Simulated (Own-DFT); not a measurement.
# Computed records: InAs (zincblende, strongly disordered by large displacements)

Computed with Own-DFT development build. A calculation, not a measurement: plane-wave PBE density functional theory by an unreviewed code, no spin, of a simulated periodic cell, stress positive in tension, free energy of the whole cell less one offset for each atom, forces on such cells passed a denser k mesh, this cell's mesh not checked; broken bonds can close the gap or carry spin, so checks made on this kind of crystal may not hold here; offsets are fitted by least squares, one for each functional and potential file, so energies compare only between cells with the same atoms and settings and are not formation energies; the far tail of each file's local potential was reset to the Coulomb form; each entry is a single point on an unrelaxed cell, so the pressure reflects the starting lattice, mostly measured values (interpolated for alloys), from which strain is counted, and rises with the displacements; printed positions are rounded, which can move forces by about a meV/angstrom; the program, named Own-DFT, is a retired in-house code; no spin-orbit coupling.

```yaml
- formula: InAs
  kind: "zincblende, strongly disordered by large displacements"
  structure:
    cell_angstrom: [[12.1166, 0.0, 0.0], [0.0, 12.1166, 0.0], [0.0, 0.0, 12.1166]]
    atoms_fractional:
      - [In, 0.99429, 0.98912, 0.00761]
      - [In, 0.00069, 0.2416, 0.22883]
      - [In, 0.24826, 0.98737, 0.26297]
      - [In, 0.25613, 0.25005, 0.97614]
      - [As, 0.10277, 0.12292, 0.11965]
      - [As, 0.15225, 0.38158, 0.37181]
      - [As, 0.38228, 0.11788, 0.34454]
      - [As, 0.37707, 0.37119, 0.15225]
      - [In, 0.97714, 0.01977, 0.49029]
      - [In, 0.99796, 0.27972, 0.76467]
      - [In, 0.2758, 0.02308, 0.75114]
      - [In, 0.24305, 0.24197, 0.50759]
      - [As, 0.1565, 0.11093, 0.649]
      - [As, 0.12495, 0.3878, 0.87699]
      - [As, 0.3507, 0.13289, 0.88653]
      - [As, 0.3767, 0.34714, 0.64694]
      - [In, 0.98675, 0.52662, 0.01232]
      - [In, 0.99407, 0.72945, 0.26533]
      - [In, 0.23158, 0.51774, 0.26]
      - [In, 0.27415, 0.73016, 0.98179]
      - [As, 0.12702, 0.63854, 0.11606]
      - [As, 0.10278, 0.88734, 0.36448]
      - [As, 0.39652, 0.63473, 0.37589]
      - [As, 0.38463, 0.87663, 0.14025]
      - [In, 0.04453, 0.48677, 0.4911]
      - [In, 0.01271, 0.72772, 0.77839]
      - [In, 0.24865, 0.49567, 0.75388]
      - [In, 0.24527, 0.74368, 0.47875]
      - [As, 0.1035, 0.64079, 0.62549]
      - [As, 0.10895, 0.83011, 0.86807]
      - [As, 0.39965, 0.61403, 0.87154]
      - [As, 0.37498, 0.89048, 0.61111]
      - [In, 0.48679, 0.03713, 0.01528]
      - [In, 0.50715, 0.2525, 0.27084]
      - [In, 0.72382, 0.00149, 0.23548]
      - [In, 0.75371, 0.24556, 0.00936]
      - [As, 0.59913, 0.12936, 0.14263]
      - [As, 0.62461, 0.36531, 0.3721]
      - [As, 0.84254, 0.09187, 0.37896]
      - [As, 0.85183, 0.40293, 0.14852]
      - [In, 0.49081, 0.01285, 0.50034]
      - [In, 0.51778, 0.25739, 0.75591]
      - [In, 0.75449, 0.00135, 0.75372]
      - [In, 0.75451, 0.25822, 0.52251]
      - [As, 0.60174, 0.0935, 0.64416]
      - [As, 0.62494, 0.40696, 0.87579]
      - [As, 0.90266, 0.1415, 0.86674]
      - [As, 0.88715, 0.39443, 0.61625]
      - [In, 0.48392, 0.50669, 0.00202]
      - [In, 0.50585, 0.73016, 0.25869]
      - [In, 0.76189, 0.52613, 0.21499]
      - [In, 0.76228, 0.75946, 0.98223]
      - [As, 0.63242, 0.65836, 0.13486]
      - [As, 0.61805, 0.87956, 0.37307]
      - [As, 0.85999, 0.60146, 0.37057]
      - [As, 0.85576, 0.85249, 0.10857]
      - [In, 0.5104, 0.48779, 0.50044]
      - [In, 0.50191, 0.72978, 0.73311]
      - [In, 0.73657, 0.48321, 0.75089]
      - [In, 0.72667, 0.73809, 0.50895]
      - [As, 0.6886, 0.59171, 0.60249]
      - [As, 0.64497, 0.88041, 0.88278]
      - [As, 0.85841, 0.62302, 0.88182]
      - [As, 0.86094, 0.88451, 0.63045]
  settings:
    functional: PBE
    potential_files: "PseudoDojo norm-conserving, scalar-relativistic, standard set"
    "wave_cutoff [hartree]": 42.0
    occupations: Fermi-Dirac
    "smearing_width [eV]": 0.1
    hardware: "one NVIDIA H200"
    k_mesh: "3 x 3 x 3 centred on Gamma"
  results:
    "free_energy_of_cell_above_offsets [eV]": "1.705"
    "pressure [GPa]": 9.5
    "stress_xx [GPa]": -8.71
    "stress_yy [GPa]": -9.88
    "stress_zz [GPa]": -9.91
    "stress_yz [GPa]": -1.09
    "stress_xz [GPa]": -0.2
    "stress_xy [GPa]": 0.35
    force_element: [In, In, In, In, As, As, As, As, In, In, In, In, As, As, As, As, In, In, In, In, As, As, As, As, In, In, In, In, As, As, As, As, In, In, In, In, As, As, As, As, In, In, In, In, As, As, As, As, In, In, In, In, As, As, As, As, In, In, In, In, As, As, As, As]
    "force_x [eV/angstrom]": [-0.556, -2.497, -0.517, -4.59, 3.626, -0.586, -1.456, -0.947, 2.892, 0.635, 2.23, 1.335, -6.449, -0.196, 6.412, -1.057, 0.166, -0.555, 2.452, -0.804, 0.603, -0.158, -3.15, -0.31, -2.901, -8.467, 0.56, -0.543, 2.318, 8.048, -2.111, -0.974, -0.987, -1.148, 1.249, -0.021, 2.629, 2.659, -1.295, 7.623, 0.105, 0.825, 0.502, -0.958, 1.454, -2.205, -2.358, 0.401, 1.923, 0.385, -7.376, -2.952, 0.489, -0.317, 1.689, 3.372, -0.507, 1.516, 4.205, 2.404, -4.436, -3.509, 0.512, 1.671]
    "force_y [eV/angstrom]": [-1.179, 2.193, 0.141, 5.491, -1.186, -4.188, -0.097, 0.775, -2.186, 0.064, -5.832, -0.539, 3.465, 0.949, -3.2, 2.216, -1.708, 0.804, 1.637, 2.092, 0.27, -1.083, -3.131, -0.675, 1.933, -5.531, 0.874, 1.362, -1.524, 9.153, 0.919, -2.474, -3.113, 0.746, -2.16, 0.532, 1.717, 1.88, 3.784, -10.6, -0.267, -0.975, 1.018, -1.346, 2.563, -3.864, -2.194, -0.529, -1.934, 4.126, 7.274, -2.112, -1.469, -0.645, 1.07, 3.669, -0.18, 1.688, 0.674, 6.725, -3.179, 1.168, -2.14, -1.73]
    "force_z [eV/angstrom]": [-1.01, 2.724, -1.644, 5.68, -1.264, -0.48, 2.634, -1.862, 3.087, -2.469, 1.05, -0.483, -4.148, 2.053, -1.98, -1.864, 0.044, -0.762, -1.979, 1.216, 0.753, 1.226, 2.677, -1.378, 1.44, -5.815, -1.233, 0.897, -1.733, 7.143, -2.93, 1.177, -1.625, -0.867, -0.508, -0.234, -0.988, 1.397, -1.53, -5.92, -2.544, 1.092, 0.952, -0.781, 0.787, 3.515, 1.533, 0.511, 4.154, -0.808, 4.668, -1.24, -3.472, 0.952, 2.477, 5.055, 0.828, -0.913, -0.207, -3.901, 1.127, -0.996, -2.159, -1.12]
    "wall_time [s]": 1190.0
```
